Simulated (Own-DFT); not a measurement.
Si12O23 (quartz with two neutral oxygen vacancies, strained, atoms displaced) (calculated)

Computed with Own-DFT development build. A calculation, not a measurement: plane-wave PBE and HSE06 DFT by an unreviewed code, no spin, of a simulated cell at Gamma alone, so results move with cell size and shape, stress positive in tension, energies less offsets, not probed for a lower state with spin; oxygen file: force components 24 meV/angstrom off all-electron in a glass; k mesh not checked against a denser one; forces and stress are PBE's, HSE06 gives the energy alone, and its difference from PBE has offsets of its own; offsets are fitted by least squares, one for each functional and potential file, so energies compare only between cells with the same atoms and settings and are not formation energies; the far tail of each file's local potential was reset to the Coulomb form; each entry is a single point on an unrelaxed cell, so the pressure reflects the starting lattice, mostly measured values (interpolated for alloys), from which strain is counted, and rises with the displacements; printed positions are rounded, which can move forces by about a meV/angstrom; the program, named Own-DFT, is a retired in-house code; no spin-orbit coupling.

Settings shared by all entries: first functional PBE; second functional HSE06; exact exchange share 0.25; screening 0.11 1/bohr; exchange divergence Gygi-Baldereschi; potential files PseudoDojo norm-conserving, scalar-relativistic, made for PBE, standard set; wave cutoff 48 hartree; occupations fixed; k mesh 1 x 1 x 1 centred on Gamma.

(1) Si12O23 (quartz with two neutral oxygen vacancies, strained, atoms displaced)

```
Si12O23
1.0
      9.9189     0.1616    -0.1697
     -4.8195     8.2744     0.0098
     -0.1867    -0.0953    11.0166
Si O Si O Si O Si O Si O Si O Si O Si O
3 6 3 6 3 6 3 6 3 6 3 4 3 6 3 6
Direct
  0.23563 0.99951 0.00087
  0.99781 0.23323 0.32898
  0.26753 0.26923 0.16464
  0.20265 0.13378 0.06231
  0.42823 0.29546 0.22555
  0.36803 0.06827 0.38993
  0.07112 0.36159 0.44752
  0.13897 0.21113 0.27400
  0.29062 0.42372 0.11105
  0.23488 0.00025 0.49958
  0.99753 0.23137 0.82865
  0.26724 0.27133 0.66609
  0.20427 0.12947 0.56028
  0.42201 0.29480 0.72101
  0.36664 0.07784 0.89338
  0.07324 0.36658 0.93969
  0.13334 0.20380 0.77279
  0.29596 0.43044 0.60413
  0.24198 0.50686 0.00555
  0.99609 0.74148 0.33299
  0.26868 0.76631 0.16856
  0.20989 0.63249 0.05596
  0.42617 0.79984 0.22805
  0.36873 0.57888 0.39509
  0.08040 0.86918 0.43856
  0.13765 0.71125 0.27402
  0.29213 0.92587 0.10556
  0.23918 0.50895 0.49959
  0.00088 0.73194 0.83323
  0.25911 0.75903 0.66622
  0.21062 0.62870 0.56092
  0.43002 0.79464 0.72400
  0.36566 0.57242 0.88923
  0.07057 0.86658 0.93920
  0.13465 0.70751 0.77038
  0.29365 0.91836 0.60449
  0.73129 0.99874 0.00408
  0.50704 0.24413 0.33207
  0.76195 0.25972 0.16842
  0.71301 0.13698 0.05733
  0.92674 0.29144 0.22542
  0.86685 0.07230 0.39238
  0.57591 0.36830 0.44667
  0.63494 0.20628 0.28060
  0.79472 0.42837 0.10697
  0.73314 0.00449 0.49766
  0.49408 0.22910 0.82991
  0.76268 0.26320 0.66668
  0.92257 0.28657 0.72655
  0.86585 0.07230 0.89112
  0.57320 0.36394 0.94131
  0.62582 0.20231 0.77401
  0.73077 0.49687 0.99865
  0.49746 0.73577 0.33500
  0.76755 0.76532 0.16876
  0.70889 0.64155 0.06284
  0.92747 0.79682 0.22722
  0.86749 0.57227 0.39526
  0.57406 0.86283 0.44021
  0.63427 0.70738 0.27821
  0.78589 0.92653 0.11425
  0.73619 0.49717 0.50108
  0.50211 0.73608 0.83364
  0.76341 0.76617 0.66584
  0.70895 0.63705 0.55977
  0.93097 0.79456 0.72741
  0.86692 0.57032 0.89119
  0.56879 0.86547 0.93799
  0.63196 0.70748 0.77511
  0.79420 0.92648 0.61063
```

- PBE energy of cell above offsets: -19.898 eV
- HSE06 less PBE above offsets: 0.352 eV
- PBE pressure: 5.35 GPa
- PBE stress xx: -3.9 GPa
- PBE stress yy: -9.72 GPa
- PBE stress zz: -2.42 GPa
- PBE stress yz: -3.5 GPa
- PBE stress xz: -6.33 GPa
- PBE stress xy: 4.54 GPa

Force:
```tsv
element	x (eV/Å)	y (eV/Å)	z (eV/Å)
Si	-0.977	0.964	-1.84
Si	2.586	0.135	3.007
Si	0.093	-3.766	3.616
O	0.455	-1.041	-1.161
O	0.287	0.57	-0.265
O	-0.387	1.142	0.594
O	0.292	0.245	-1.305
O	-0.149	0.098	-0.363
O	-0.882	4.282	-1.417
Si	3.316	1.196	-0.783
Si	2.238	-0.111	2.953
Si	-2.974	-2.691	0.003
O	-0.887	1.425	0.782
O	3.361	0.193	2.11
O	-1.278	-2.253	1.54
O	0.925	0.755	0.212
O	0.512	0.509	-0.93
O	0.256	1.02	0.016
Si	1.781	-4.19	-5.588
Si	3.839	-2.63	0.821
Si	-3.012	-1.432	0.2
O	-2.869	4.059	2.816
O	1.982	0.199	0.598
O	-0.759	-1.41	0.354
O	-1.589	-0.844	-0.142
O	-0.843	0.026	-0.265
O	0.614	0.57	0.319
Si	2.672	-5.207	-3.452
Si	0.055	-0.238	-0.235
Si	2.042	0.083	2.041
O	-3.935	3.36	1.823
O	-1.264	-0.239	-0.33
O	-0.573	-0.85	1.711
O	0.697	0.68	0.668
O	-0.181	-0.554	0.522
O	-1.127	2.466	-1.24
Si	2.611	-1.05	-3.889
Si	-1.205	-2.974	1.746
Si	-0.948	1.414	1.214
O	-2.123	1.2	0.656
O	-1.351	0.585	-1.262
O	-0.401	-0.676	0.076
O	-1.527	-1.418	-1.407
O	1.822	0.361	-1.829
O	-0.004	-0.32	0.631
Si	0.614	2.261	2.186
Si	-0.339	2.064	-0.417
Si	-1.757	-0.649	-2.512
O	-1.342	1.247	-1.531
O	-1.29	-1.56	1.822
O	-1.059	-0.893	-0.988
O	1.772	0.167	-1.212
Si	1.54	2.456	-0.365
Si	1.724	-0.5	-1.801
Si	-2.851	0.036	2.729
O	0.729	-2.868	-2.646
O	-0.334	0.893	-0.956
O	-0.211	0.355	-0.096
O	-0.38	1.345	1.234
O	0.527	0.176	-1.015
O	-0.044	1.202	-0.221
Si	2.694	0.951	2.016
Si	-0.707	-1.552	-1.562
Si	0.845	-1.1	3.64
O	0.149	-1.439	-1.002
O	-1.614	-0.163	-0.988
O	-1.036	-1.027	1.256
O	0.498	2.075	2.181
O	1.994	0.017	-1.204
O	-1.318	2.869	-1.874
```

(2) Si12O23 (quartz with two neutral oxygen vacancies, strained, atoms displaced)

```
Si12O23
1.0
      9.9903    -0.0624     0.1853
     -5.0492     8.5710    -0.0845
      0.2039     0.0104    10.9332
Si O Si O Si O Si O Si O Si O Si O Si O
3 6 3 6 3 6 3 6 3 6 3 6 3 4 3 6
Direct
  0.23678 0.00087 0.99930
  0.99916 0.23709 0.33551
  0.26191 0.26773 0.16782
  0.20656 0.13474 0.06225
  0.42505 0.29235 0.22724
  0.36927 0.07824 0.39248
  0.07065 0.36774 0.44328
  0.13420 0.20980 0.27764
  0.28776 0.42726 0.10316
  0.23168 0.99977 0.50231
  0.00060 0.23701 0.83262
  0.26647 0.26718 0.66786
  0.19936 0.13067 0.55599
  0.42446 0.29303 0.73192
  0.36808 0.06877 0.89724
  0.07415 0.36930 0.94225
  0.12673 0.20211 0.77072
  0.29316 0.42871 0.60919
  0.23578 0.49819 0.00178
  0.00304 0.74018 0.33662
  0.26533 0.77243 0.16943
  0.20643 0.63045 0.06040
  0.43211 0.79631 0.22998
  0.35931 0.56574 0.39069
  0.07209 0.86176 0.44081
  0.13191 0.70471 0.27524
  0.30048 0.92829 0.10711
  0.22876 0.49407 0.49360
  0.00035 0.73961 0.83170
  0.26487 0.76901 0.66541
  0.20236 0.63230 0.55579
  0.42842 0.79297 0.72629
  0.37131 0.57357 0.89354
  0.07234 0.86475 0.94349
  0.12718 0.70421 0.77377
  0.29247 0.92884 0.60804
  0.73964 0.99917 0.99767
  0.50121 0.23573 0.33210
  0.76134 0.26526 0.16873
  0.70837 0.13598 0.05902
  0.92289 0.29211 0.22859
  0.87129 0.07348 0.39044
  0.57287 0.36402 0.44491
  0.63385 0.20829 0.26918
  0.79792 0.43189 0.10906
  0.73121 0.99904 0.50276
  0.50018 0.23543 0.83745
  0.76618 0.26577 0.66402
  0.70760 0.13458 0.56114
  0.93131 0.29694 0.72772
  0.86792 0.07677 0.89690
  0.57869 0.36397 0.94655
  0.63326 0.20591 0.77605
  0.79702 0.42949 0.60712
  0.73283 0.49827 0.99957
  0.50541 0.73154 0.33439
  0.77032 0.76771 0.16230
  0.92816 0.79379 0.22591
  0.86700 0.57434 0.39034
  0.57179 0.86569 0.44107
  0.63059 0.70694 0.27427
  0.73734 0.50508 0.49975
  0.50371 0.73690 0.83264
  0.76784 0.76711 0.66813
  0.70900 0.63180 0.55804
  0.92519 0.79463 0.72611
  0.85920 0.57065 0.89434
  0.57503 0.86986 0.94138
  0.63583 0.70553 0.77306
  0.78830 0.92862 0.60610
```

* PBE energy of cell above offsets: -21.664 eV
* HSE06 less PBE above offsets: 0.835 eV
* PBE pressure: 1.11 GPa
* PBE stress xx: -0.99 GPa
* PBE stress yy: -1.7 GPa
* PBE stress zz: -0.63 GPa
* PBE stress yz: 0.75 GPa
* PBE stress xz: 6.15 GPa
* PBE stress xy: -2.72 GPa

Force:
```tsv
element	x (eV/Å)	y (eV/Å)	z (eV/Å)
Si	-0.932	-1.204	2.856
Si	-1.049	0.972	-1.505
Si	1.792	0.614	-0.016
O	0.415	-0.708	-0.471
O	-0.524	0.066	-0.15
O	-0.955	-2.127	1.262
O	-1.63	-2.03	-0.999
O	-0.149	0.036	0.071
O	1.885	-1.599	2.108
Si	1.224	-0.215	-0.978
Si	-0.743	1.446	0.538
Si	0.024	-0.13	-0.944
O	-0.066	1.276	1.501
O	0.043	-0.356	0.282
O	0.994	1.069	-1.671
O	-0.118	-0.995	-0.971
O	0.771	-0.267	0.034
O	-0.583	0.056	-1.117
Si	-1.29	1.361	-1.411
Si	-0.824	-1.82	-3.207
Si	3.627	-2.848	-0.165
O	-0.374	1.686	1.283
O	-1.111	-0.484	-0.093
O	1.696	1.198	-1.544
O	0.355	2.348	2.303
O	-0.389	0.217	0.327
O	-1.711	1.976	-1.572
Si	0.994	1.858	4.381
Si	-1.326	-1.324	1.141
Si	1.661	-2.088	0.102
O	0.428	0.621	0.839
O	-0.913	-0.112	-0.233
O	0.053	-0.24	-0.032
O	0.034	0.357	-0.116
O	1.094	0.303	-0.835
O	-0.556	0.73	-0.556
Si	-1.658	-1.39	4.383
Si	-0.716	1.86	-0.251
Si	3.222	1.791	-3.051
O	0.515	-0.721	-0.15
O	0.503	-0.162	0.63
O	-1.468	-1.831	1.816
O	0.298	0.103	-0.446
O	-2.514	-1.194	2.792
O	-0.148	-0.474	-0.288
Si	0.95	-0.161	-1.85
Si	0.054	0.244	-0.768
Si	0.716	1.416	2.008
O	-0.178	-0.41	-0.605
O	-1.323	-0.401	-0.656
O	1.887	0.746	-2.371
O	-2.127	-2.294	-1.324
O	0.041	0.166	-0.518
O	-0.546	0.249	-0.702
Si	0.113	2.418	5.071
Si	-5.309	0.914	0.364
Si	-0.442	-0.823	-2.181
O	0.632	0.303	0.974
O	-0.003	-0.293	0.08
O	0.177	0.009	0.341
O	4.028	-0.428	-1.806
Si	1.6	-3.196	-0.24
Si	-1.24	0.365	0.197
Si	-0.327	0.293	-2.069
O	-1.445	2.693	1.917
O	0.812	0.293	0.382
O	1.863	2.38	-2.781
O	-0.267	-0.752	-0.958
O	-0.582	-0.202	0.628
O	1.034	-1.155	0.987
```

(3) Si12O23 (quartz with two neutral oxygen vacancies, strained, atoms displaced)

```
Si12O23
1.0
      9.8378     0.1419     0.1897
     -4.7960     8.2944     0.0092
      0.2087     0.1321    10.6871
Si O Si O Si O Si O Si O Si O Si O Si O
3 6 3 6 3 4 3 6 3 6 3 6 3 6 3 6
Direct
  0.23556 0.00041 0.00108
  0.00898 0.24139 0.33276
  0.26027 0.26212 0.16660
  0.20793 0.13280 0.06277
  0.42279 0.29182 0.22410
  0.35741 0.06726 0.39154
  0.07626 0.36534 0.43917
  0.13769 0.21635 0.26993
  0.29668 0.42616 0.10937
  0.23201 0.00133 0.50065
  0.00164 0.24163 0.82760
  0.26197 0.26151 0.66645
  0.20602 0.13401 0.55787
  0.42301 0.29328 0.72845
  0.37166 0.07767 0.89500
  0.07612 0.36657 0.93609
  0.13240 0.20438 0.77221
  0.29659 0.42826 0.60910
  0.23576 0.50153 0.99812
  0.99584 0.73086 0.33167
  0.26692 0.76322 0.16380
  0.42214 0.78382 0.22859
  0.37180 0.58011 0.39261
  0.07183 0.86291 0.44486
  0.13374 0.70728 0.27753
  0.23915 0.50581 0.50034
  0.00137 0.73448 0.83078
  0.26830 0.76805 0.66297
  0.20032 0.63186 0.55862
  0.42535 0.79283 0.72509
  0.36662 0.57164 0.89013
  0.07360 0.86973 0.94002
  0.13650 0.70869 0.77127
  0.29635 0.92301 0.60418
  0.73176 0.99862 0.99724
  0.50226 0.23528 0.33243
  0.76328 0.26393 0.16759
  0.70806 0.13562 0.05805
  0.92538 0.28886 0.22755
  0.86510 0.07420 0.39360
  0.56873 0.36463 0.44046
  0.63053 0.20712 0.27324
  0.79087 0.42222 0.10638
  0.73429 0.00012 0.49523
  0.50214 0.23704 0.82849
  0.76411 0.26390 0.66684
  0.70346 0.12684 0.56194
  0.92435 0.29179 0.72272
  0.86156 0.07181 0.89186
  0.56918 0.36633 0.94381
  0.63171 0.20302 0.77304
  0.79604 0.42437 0.60470
  0.73031 0.49627 0.00033
  0.50164 0.73392 0.33224
  0.76626 0.76334 0.16746
  0.70161 0.62852 0.05939
  0.92825 0.78868 0.22588
  0.87001 0.57201 0.39142
  0.56731 0.86399 0.43677
  0.62938 0.70492 0.27480
  0.79723 0.92337 0.10564
  0.73629 0.50096 0.50061
  0.49648 0.73515 0.83641
  0.76084 0.76608 0.66665
  0.70751 0.63767 0.56073
  0.92769 0.79189 0.72349
  0.86733 0.56794 0.89224
  0.57447 0.86702 0.93540
  0.62985 0.70557 0.77089
  0.79434 0.92388 0.60368
```

* PBE energy of cell above offsets: -19.229 eV
* HSE06 less PBE above offsets: -0.651 eV
* PBE pressure: 13.42 GPa
* PBE stress xx: -12.31 GPa
* PBE stress yy: -14.55 GPa
* PBE stress zz: -13.38 GPa
* PBE stress yz: 3.94 GPa
* PBE stress xz: 8.14 GPa
* PBE stress xy: 2.4 GPa

Force:
```tsv
element	x (eV/Å)	y (eV/Å)	z (eV/Å)
Si	1.554	-3.614	0.826
Si	-3.541	-1.44	0.484
Si	4.626	1.312	-1.182
O	-1.183	-0.286	-0.53
O	0.962	-0.17	0.639
O	2.084	1.57	-2.173
O	0.623	2.113	1.97
O	-0.554	-2.52	2.697
O	-1.171	2.35	-2.008
Si	0.61	-3.867	-0.125
Si	-0.407	-2.08	1.482
Si	1.954	0.835	-0.337
O	-1.554	1.489	0.876
O	-0.354	0.285	-1.126
O	0.164	-1.328	-0.095
O	-0.198	0.77	0.829
O	-0.692	-1.122	1.238
O	-0.811	1.375	-0.978
Si	-1.857	0.929	3.54
Si	1.411	3.264	1.716
Si	-0.474	-0.21	-2.836
O	-0.886	1.272	-1.606
O	-0.814	-3.739	1.32
O	-0.597	-0.409	-0.457
O	1.79	-0.486	-0.89
Si	0.179	-2.659	-0.418
Si	-1.013	0.792	0.82
Si	1.926	-2.935	1.588
O	-0.768	0.77	0.393
O	0.259	0.137	-0.038
O	0.4	-1.538	-0.333
O	-0.206	-0.255	-0.326
O	0.229	-0.869	0.856
O	-1.922	4.56	-2.022
Si	0.545	-1.527	1.502
Si	-4.465	-0.293	0.502
Si	2.968	-1.004	0.346
O	-0.854	0.073	0.424
O	-1.165	0.417	-0.952
O	2.413	1.344	-2.588
O	0.898	1.47	1.213
O	2.066	-1.34	0.095
O	-0.606	2.269	-0.613
Si	-1.027	-3.529	1.283
Si	-1.159	1.393	2.348
Si	1.559	-1.604	-0.732
O	-1.469	1.678	0.902
O	-0.16	0.674	-0.71
O	1.847	1.591	-2.231
O	-0.054	-0.645	-1.036
O	0.759	-0.619	0.44
O	-0.821	1.833	-0.694
Si	0.876	-1.139	-0.932
Si	-1.533	2.315	0.056
Si	1.052	-1.665	0.326
O	-1.021	1.798	1.26
O	-2.02	0.649	-1.752
O	-0.996	-2.944	0.92
O	0.918	2.328	1.813
O	3.883	-0.74	-1.265
O	-1.556	2.34	-1.521
Si	-1.302	-1.182	-0.568
Si	0.368	0.725	-2.932
Si	3.626	-0.539	1.148
O	0.122	-1.55	-1.343
O	-1.17	0.059	-0.512
O	0.192	-0.249	-0.194
O	-0.32	1.29	1.971
O	-0.847	-0.99	1.792
O	-1.312	3.017	-1.56
```

(4) Si12O23 (quartz with two neutral oxygen vacancies, strained, atoms displaced)

```
Si12O23
1.0
      9.6554    -0.0426    -0.1888
     -4.8646     8.5402     0.2492
     -0.2077     0.1966    10.7581
Si O Si O Si O Si O Si O Si O Si O Si O
3 6 3 6 3 5 3 6 3 6 3 6 3 5 3 6
Direct
  0.23388 0.99549 0.00732
  0.00274 0.23651 0.33291
  0.26559 0.26589 0.17038
  0.20635 0.13588 0.06180
  0.42350 0.29243 0.23563
  0.36604 0.07547 0.39050
  0.07337 0.36357 0.43623
  0.13148 0.20438 0.27292
  0.29364 0.42496 0.10329
  0.23276 0.99564 0.50113
  0.00282 0.23641 0.82761
  0.26634 0.26711 0.66552
  0.20250 0.13235 0.55623
  0.42535 0.28950 0.72428
  0.36831 0.07876 0.89513
  0.07667 0.37512 0.93835
  0.13366 0.20804 0.77474
  0.29314 0.42434 0.60700
  0.23327 0.50035 0.99635
  0.00298 0.73804 0.33161
  0.26572 0.76682 0.16730
  0.20364 0.63235 0.05615
  0.36752 0.57327 0.39288
  0.07817 0.86959 0.43522
  0.13098 0.70653 0.27540
  0.29070 0.92827 0.10392
  0.23242 0.49910 0.49898
  0.99961 0.72816 0.83793
  0.26415 0.76356 0.66821
  0.21415 0.63581 0.56291
  0.42784 0.79786 0.71947
  0.36906 0.56775 0.89412
  0.07740 0.87237 0.93774
  0.13222 0.71232 0.77080
  0.29353 0.92968 0.61028
  0.73449 0.99940 0.00244
  0.49876 0.23431 0.33436
  0.77108 0.26781 0.16610
  0.70747 0.13203 0.06163
  0.92627 0.29365 0.22561
  0.86843 0.07250 0.39722
  0.57180 0.37312 0.44137
  0.63596 0.20789 0.27700
  0.79384 0.43128 0.10980
  0.73276 0.00317 0.49873
  0.49970 0.22910 0.83268
  0.76549 0.26613 0.66629
  0.70504 0.13396 0.55632
  0.93347 0.29475 0.73355
  0.86223 0.07114 0.89613
  0.57269 0.36723 0.94096
  0.64099 0.20290 0.77519
  0.79723 0.43239 0.60780
  0.73434 0.49834 0.00140
  0.49725 0.73573 0.33043
  0.76613 0.76255 0.16478
  0.70477 0.63315 0.05834
  0.92926 0.79191 0.22286
  0.86688 0.57023 0.39151
  0.57342 0.86555 0.43860
  0.79912 0.93153 0.10768
  0.73557 0.49890 0.49511
  0.49865 0.74087 0.82851
  0.76721 0.76247 0.66838
  0.70327 0.62950 0.56076
  0.92816 0.79913 0.72904
  0.86561 0.56935 0.89609
  0.57199 0.86509 0.93962
  0.63602 0.70498 0.77141
  0.79471 0.92680 0.60515
```

- PBE energy of cell above offsets: -18.366 eV
- HSE06 less PBE above offsets: -0.406 eV
- PBE pressure: 12.01 GPa
- PBE stress xx: -15.84 GPa
- PBE stress yy: -8.05 GPa
- PBE stress zz: -12.12 GPa
- PBE stress yz: 7.1 GPa
- PBE stress xz: -8.35 GPa
- PBE stress xy: -0.52 GPa

Force:
```tsv
element	x (eV/Å)	y (eV/Å)	z (eV/Å)
Si	-5.511	6.346	-6.739
Si	0.469	-1.886	0.637
Si	-1.066	-1.047	-2.345
O	0.645	-0.786	-0.055
O	-0.951	2.078	-2.744
O	-0.568	-2.248	1.568
O	-0.483	1.048	1.08
O	-0.11	-0.441	0.707
O	0.645	0.329	1.269
Si	-0.897	3.821	-0.92
Si	3.559	-2.575	8.925
Si	-0.877	-3.958	-0.54
O	0.132	0.326	0.479
O	1.842	0.757	-0.023
O	-0.929	-2.96	1.722
O	-2.123	-3.658	-2.354
O	2.104	-0.503	-0.758
O	-0.472	2.111	-0.435
Si	0.744	1.987	1.176
Si	0.144	-1.102	2.338
Si	3.307	-2.315	1.27
O	-0.505	1.343	0.802
O	-0.237	-1.092	0.401
O	-1.385	-1.59	-0.515
O	1.641	-0.44	-0.795
O	5.381	-3.018	6.454
Si	-0.015	1.082	-0.126
Si	-1.11	3.188	0.014
Si	-2.449	-0.251	-2.001
O	-0.613	-0.694	-0.721
O	1.992	1.257	0.29
O	0.638	2.119	-1.735
O	-0.842	-2.114	-0.765
O	1.181	-1.166	0.442
O	1.296	-0.632	1.291
Si	-1.524	0.963	-1.243
Si	3.633	1.124	2.847
Si	-4.185	-2.07	-1.004
O	-0.779	0.83	0.452
O	2.852	1.281	0.458
O	0.6	0.84	-1.275
O	-1.053	-2.628	-1.596
O	0.461	0.116	-0.449
O	1.699	-0.727	1.902
Si	0.532	-0.511	0.312
Si	1.833	2.98	0.582
Si	1.259	-0.522	-1.156
O	-0.725	1.601	1.169
O	-6.672	2.959	-7.352
O	1.422	1.704	-1.725
O	-0.345	-1.528	-1.337
O	-1.779	-0.334	1.279
O	1.3	-0.822	1.169
Si	-2.489	1.188	-0.872
Si	0.549	1.482	-3.337
Si	-3.848	-0.561	0.613
O	0.037	-0.12	-0.352
O	0.147	1.264	-0.994
O	0.857	0.978	-1.012
O	-1.032	-0.487	-0.367
O	1.558	-1.053	1.862
Si	-1.497	2.395	1.701
Si	3.551	-2.365	2.431
Si	-2.001	-0.45	-2.841
O	0.481	0.2	-0.279
O	3.008	0.127	1.254
O	0.555	-0.463	-0.397
O	-0.689	-0.399	-0.272
O	-2.541	-0.248	1.832
O	0.25	-0.06	0.702
```
